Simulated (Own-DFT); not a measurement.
# How strain changes the stress of wurtzite AlGaN with randomly placed atoms, 72 atoms (Al27Ga9N36)

Calculated results; nothing here was measured. The program, named Own-DFT, is a retired in-house plane-wave density functional code that no person has reviewed. Each row is one single-point run on a periodic cell that was not relaxed, without spin or spin-orbit coupling.

Settings of every run: PBE; PseudoDojo norm-conserving scalar-relativistic files (stringent for Ga); cutoff 96 hartree; 4 x 4 x 3 k mesh centred on Gamma; Gaussian smearing of 0.01 eV.

Known limits: forces on such cells passed a denser k mesh, each cell not checked; stress not checked against mesh or cutoff.

Unstrained cell vectors in Å: (9.394, 0.000, 0.000); (-4.697, 8.135, 0.000); (0.000, 0.000, 10.066). The unstrained cell has measured lattice constants (interpolated for alloys), not those of this functional. That, the random moves and any unrelaxed bonds set the pressure at no strain. Each run strains this cell uniformly, with the atoms carried along. Every atom was also moved at random, by a Gaussian of width 0.05 Å on each axis. The random placing of the alloy's atoms differs from row to row. Strain is the symmetric tensor, in per cent. Stress is positive in tension, and the pressure is minus a third of its trace.

| run | e_xx (%) | e_yy (%) | e_zz (%) | s_xx (GPa) | s_yy (GPa) | s_zz (GPa) | P (GPa) | E (meV/atom) |
|---|---|---|---|---|---|---|---|---|
| 1 | -1.75 | -1.75 | 0.00 | -21.33 | -17.11 | -6.27 | 14.90 | 61.3 |
| 2 | 2.25 | 2.25 | 0.00 | 5.94 | 4.92 | -4.94 | -1.97 | 30.1 |
| 3 | -2.00 | -2.00 | 0.00 | -19.30 | -18.63 | -9.25 | 15.73 | 49.0 |
| 4 | -1.00 | -1.00 | 0.00 | -9.63 | -14.76 | -7.05 | 10.48 | 23.6 |
| 5 | -2.75 | -2.75 | 0.00 | -21.56 | -27.09 | -13.04 | 20.57 | 92.7 |
| 6 | 0.50 | 0.50 | 0.00 | -4.09 | -3.13 | -3.64 | 3.62 | 0.0 |
| 7 | -2.25 | -2.25 | 0.00 | -20.14 | -22.57 | -9.19 | 17.30 | 62.8 |
| 8 | 2.50 | 2.50 | 0.00 | 5.03 | 5.94 | -2.55 | -2.81 | 37.8 |
| 9 | 0.75 | 0.75 | 0.00 | ? | ? | ? | ? | ? |

E is the free energy for each atom above the lowest run shown.

## Worked fit

The change of volume is close to e_xx + e_yy + e_zz. A straight line through the runs shown gives P = 7.37 - 218 x (fractional change of volume) GPa, with an error of 10 on the slope and a scatter of 1.08 GPa. The strain isn't the same on all axes and the cell isn't cubic, so the slope belongs to this path and is not the bulk modulus.

## Withheld run

Question: what pressure should run 9 give? Its volume changes by 1.51 %.

The line gives 4.1 GPa. The calculation gave 2.87 GPa.
